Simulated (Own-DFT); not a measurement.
# What a defect does to the pressure of its cell: 3C SiC

The numbers are computed, not measured, by runs of the plane-wave DFT program Own-DFT (in-house, retired, unreviewed) at fixed positions, with no spin and no spin-orbit coupling.

Settings: PBE; PseudoDojo norm-conserving scalar-relativistic files; cutoff 42 hartree; 4 x 4 x 4 k mesh centred on Gamma; Fermi-Dirac smearing of 0.1 eV.

Keep in mind (not all hold for every row): not probed for a lower state with spin; forces on such cells passed a denser k mesh, each cell not checked; stress not checked against mesh or cutoff.

All runs share one cell, with vectors in Å (8.719, 0.000, 0.000); (0.000, 8.719, 0.000); (0.000, 0.000, 8.719) and a volume of 662.9 Å³. u is the rms random offset of the atoms per axis. The defect's site can differ from row to row.

```
                                     cell     formula   u (Å)  P (GPa)
                                no defect     C32Si32  0.0301     3.80
                                no defect     C32Si32  0.0571     5.35
                                no defect     C32Si32  0.0611     6.71
one Al on a Si site and one N on a C site  AlC31NSi31  0.0463     5.12
one Al on a Si site and one N on a C site  AlC31NSi31  0.0502     5.49
one Al on a Si site and one N on a C site  AlC31NSi31  0.0505        ?
one Al on a Si site and one N on a C site  AlC31NSi31  0.0521     5.63
                       one Si on a C site     C31Si33  0.0297    10.91
                       one Si on a C site     C31Si33  0.0505    13.29
                       one Si on a C site     C31Si33  0.0527    12.99
                   two N on a C site each   C30N2Si32  0.0275     2.05
                   two N on a C site each   C30N2Si32  0.0486     3.22
                   two N on a C site each   C30N2Si32  0.0514     3.26
                       one C on a Si site     C33Si31  0.0291     1.29
                       one C on a Si site     C33Si31  0.0501     3.44
                       one C on a Si site     C33Si31  0.0528     3.21
```

## Working it out

P = P0 + c u² + a shift for each defect gives P0 = 2.75 GPa, c = 962 ± 106 GPa/Å² and a scatter of 0.36 GPa. The shifts, and each times the cell's volume:

- one Si on a C site: 7.65 ± 0.30 GPa, 31.7 eV
- one Al on a Si site and one N on a C site: 0.30 ± 0.29 GPa, 1.2 eV (not resolved)
- two N on a C site each: -1.76 ± 0.30 GPa, -7.3 eV (-3.6 eV for each of its 2 sites)
- one C on a Si site: -2.08 ± 0.30 GPa, -8.6 eV

Positive is outwards. The product with the volume (160.2 GPa Å³ to the eV) is nearly free of the cell's size; divided by the bulk modulus at the cell's pressure it gives the volume that the defect adds. The atoms around the defects weren't relaxed, which would change these numbers.

## Test on the hidden row

The question: what pressure belongs in the blank (one Al on a Si site and one N on a C site, u = 0.0505 Å)?

The fit gives 5.51 ± 0.41 GPa. DFT gave 5.57 GPa.
